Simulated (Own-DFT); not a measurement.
# How strain changes the stress of diamond-structure SiGeSn with randomly placed atoms, 64 atoms (Ge44Si16Sn4)

Calculated results; nothing here was measured. The program, named Own-DFT, is a retired in-house plane-wave density functional code that no person has reviewed. Each row is one single-point run on a periodic cell that was not relaxed, without spin or spin-orbit coupling.

Settings of every run: PBEsol; PseudoDojo norm-conserving scalar-relativistic files, made for PBE; cutoff 49 hartree; 3 x 3 x 3 k mesh centred on Gamma; Fermi-Dirac smearing of 0.1 eV.

Known limits: forces on such cells moved up to 12 meV/angstrom on a denser k mesh; stress not checked against mesh or cutoff.

Unstrained cell vectors in Å: (11.306, 0.000, 0.000); (0.000, 11.306, 0.000); (0.000, 0.000, 11.306). The unstrained cell has measured lattice constants (interpolated for alloys), not those of this functional. That, the random moves and any unrelaxed bonds set the pressure at no strain. Each run strains this cell uniformly, with the atoms carried along. Every atom was also moved at random, by a Gaussian of width 0.05 Å on each axis. The random placing of the alloy's atoms differs from row to row. Strain is the symmetric tensor, in per cent. Stress is positive in tension, and the pressure is minus a third of its trace.

```
run,e_xx (%),e_yy (%),e_zz (%),s_xx (GPa),s_yy (GPa),s_zz (GPa),P (GPa),E (meV/atom)
1,-2.75,-2.75,0.00,-7.14,-7.33,-5.15,6.54,57.5
2,3.00,3.00,0.00,2.75,3.08,1.02,-2.28,20.0
3,-2.25,-2.25,0.00,-6.09,-5.84,-4.23,5.39,31.9
4,2.00,2.00,0.00,1.42,1.62,0.30,-1.11,13.3
5,2.25,2.25,0.00,1.98,1.95,0.45,-1.46,15.2
6,-2.00,-2.00,0.00,-5.42,-5.62,-4.14,5.06,41.1
7,0.50,0.50,0.00,-0.55,-0.57,-0.95,0.69,0.0
8,-3.00,-3.00,0.00,-7.82,-7.91,-5.46,7.06,57.9
9,1.75,1.75,0.00,?,?,?,?,?
```

E is the free energy for each atom above the lowest run shown.

## Worked fit

The change of volume is close to e_xx + e_yy + e_zz. A straight line through the runs shown gives P = 2.09 - 78 x (fractional change of volume) GPa, with an error of 3 on the slope and a scatter of 0.35 GPa. The strain isn't the same on all axes, but the crystal is cubic, so the slope still estimates the bulk modulus, averaged over pressures from -2.3 to 7.1 GPa.

## Withheld run

Question: what pressure should run 9 give? Its volume changes by 3.53 %.

The line gives -0.7 GPa. The calculation gave -0.84 GPa.
